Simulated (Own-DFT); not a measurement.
# Bulk modulus against bond length in tetrahedral crystals

Source: density functional calculations with Own-DFT, an unreviewed in-house program that is no longer used. Nothing was measured or relaxed, and spin and spin-orbit coupling are left out.

Limits (not all hold for every row): forces on such cells moved up to 12 meV/angstrom on a denser k mesh; forces not confirmed at this smearing and k mesh; k mesh not checked against a denser one; forces on such cells passed a denser k mesh, each cell not checked; stress not checked against mesh or cutoff.

All runs are PBE with PseudoDojo norm-conserving files; cutoff and k mesh are each material's own. Every cell starts from measured lattice constants and was given uniform random strains and small random moves of its atoms. Each triple is the change of volume in per cent, the rms move u in Å and the pressure in GPa.

- wurtzite AlN (Al64N64), 10.45 Å³/atom unstrained: (-1.65, 0.053, 9.79); (-1.01, 0.048, 7.66); (-0.45, 0.049, 6.31); (0.12, 0.047, 5.43); (0.89, 0.050, 4.07); (3.02, 0.052, -0.18); (3.69, 0.047, -1.61)
- diamond silicon (Si64), 20.02 Å³/atom unstrained: withheld
- zincblende GaP (Ga32P32), 20.24 Å³/atom unstrained: (-3.00, 0.051, 6.38); (-1.50, 0.052, 4.75); (-0.82, 0.048, 3.98); (-0.54, 0.051, 4.19); (-0.43, 0.049, 3.93); (0.76, 0.048, 2.54); (3.00, 0.051, 1.12)
- zincblende GaAs (As32Ga32), 22.58 Å³/atom unstrained: (-2.81, 0.046, 6.40); (-2.35, 0.049, 6.06); (-0.80, 0.051, 4.73); (0.40, 0.052, 3.78); (0.51, 0.049, 3.73); (1.53, 0.052, 2.87); (1.68, 0.047, 2.53)
- zincblende InP (In48P48), 25.27 Å³/atom unstrained: (-1.96, 0.049, 5.47); (-1.86, 0.050, 5.13); (-1.35, 0.048, 4.59); (-1.30, 0.052, 4.74); (-1.29, 0.054, 4.79); (-1.24, 0.053, 4.89); (1.63, 0.049, 2.58)
- grey tin (Sn64), 34.15 Å³/atom unstrained: (-3.63, 0.054, 6.15); (-1.45, 0.049, 4.56); (-1.13, 0.047, 4.33); (-1.03, 0.048, 4.21); (-0.14, 0.052, 3.80); (1.34, 0.050, 3.13); (1.52, 0.049, 2.88)

## Worked fit

Fit a line to each set against the fractional change of volume; B is minus its slope, and u is nearly the same within a set. To take it to zero pressure, assume that B rises by 4 GPa for each GPa: B0 = B - 4 x (mean pressure). The bond length of an ideal tetrahedral crystal with the unstrained volume v is d = (√3/4)(8 v)^(1/3). Cohen's empirical rule reads B0 = (1971 - 220 L) d^(-3.5) GPa, with L = 0 for group IV crystals and SiC and 1 for III-V compounds.

| material | L | d (Å) | B (GPa) | mean P (GPa) | B0 (GPa) | rule (GPa) |
|---|---|---|---|---|---|---|
| wurtzite AlN (Al64N64) | 1 | 1.893 | 203 ± 7 | 4.5 | 185 ± 7 | 188 |
| diamond silicon (Si64) | 0 | 2.352 | ? | ? | ? | 99 |
| zincblende GaP (Ga32P32) | 1 | 2.360 | 88 ± 5 | 3.8 | 72 ± 5 | 87 |
| zincblende GaAs (As32Ga32) | 1 | 2.448 | 84 ± 2 | 4.3 | 67 ± 2 | 76 |
| zincblende InP (In48P48) | 1 | 2.541 | 76 ± 5 | 4.6 | 58 ± 5 | 67 |
| grey tin (Sn64) | 0 | 2.810 | 60 ± 4 | 4.1 | 44 ± 4 | 53 |

A line through ln[B0/(1971 - 220 L)] against ln d has a slope of -3.9 ± 0.1 and a scatter of 4 %. Against the rule, B0 stands at 99 % for wurtzite AlN, 83 % for zincblende GaP, 87 % for zincblende GaAs, 86 % for zincblende InP, 83 % for grey tin. PBE tends to make silicon and heavier crystals too soft, and the rule itself is only a guide.

## Prediction

Asked: what B0 does the fitted trend give for diamond silicon (Si64)?

Estimate: 87 GPa. Its own runs give B = 101 ± 4 GPa at a mean pressure of 3.3 GPa, so B0 = 87 GPa.
